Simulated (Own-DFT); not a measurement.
# Stretching a layer in its plane: wurtzite AlGaN with randomly placed atoms, 72 atoms (Al9Ga27N36)

Everything here is calculated. The program is Own-DFT (plane waves, in-house, since retired, never reviewed by a person); positions were held fixed, and spin and spin-orbit coupling were off.

All runs used: PBE; PseudoDojo norm-conserving scalar-relativistic files; cutoff 42 hartree; 4 x 4 x 3 k mesh centred on Gamma; Fermi-Dirac smearing of 0.1 eV.

Limits: forces on such cells passed a denser k mesh, each cell not checked; stress not checked against mesh or cutoff.

Unstrained cell vectors in Å: (9.509, 0.000, 0.000); (-4.755, 8.235, 0.000); (0.000, 0.000, 10.268). The unstrained cell has measured lattice constants (interpolated for alloys), not those of this functional. That, the random moves and any unrelaxed bonds set the pressure at no strain. Each run strains x and y alike by e, as a substrate would, and holds the height along z. Each atom got a random Gaussian move of width 0.05 Å along each axis. The random placing of the alloy's atoms differs from row to row. Stress is positive in tension.

| e (%) | u (Å) | (s_xx + s_yy)/2 (GPa) | s_zz (GPa) |
|---|---|---|---|
| -2.50 | 0.049 | -24.03 | -11.50 |
| -1.50 | 0.047 | -15.55 | -10.59 |
| -1.00 | 0.050 | -13.75 | -8.59 |
| 0.50 | 0.049 | -4.68 | -7.16 |
| 0.75 | 0.051 | -3.14 | -7.96 |
| 1.25 | 0.052 | -1.47 | -5.68 |
| 1.50 | 0.042 | 1.41 | -6.74 |
| 1.75 | 0.051 | ? | ? |
| 2.50 | 0.053 | 4.58 | -5.27 |
| 3.00 | 0.050 | 6.63 | -2.93 |

## Fit

With e as a fraction, the in-plane stress is -7.2 + 568 e - 3622 e² GPa (errors 14 and 830, scatter 0.70), and s_zz is -8.1 + 139 e GPa (slope ± 15, scatter 0.78). At e = 0 the first slope is C11 + C12 and the second 2 C13, both with the ions held to the strained lattice and at the cell's own pressure. The term in e² is negative: the layer stiffens under compression and softens under tension. A free layer would change its height as e changes, and the in-plane slope would drop by 2 C13²/C33 to the biaxial modulus. At fixed height, a misfit of 1 % moves the in-plane stress by about 5.7 GPa and s_zz by 1.4 GPa.

## Check

Question: what are the two stresses at e = 1.75 %?

The fit gives 1.6 and -5.6 GPa. The run itself gave 1.55 and -5.56 GPa.
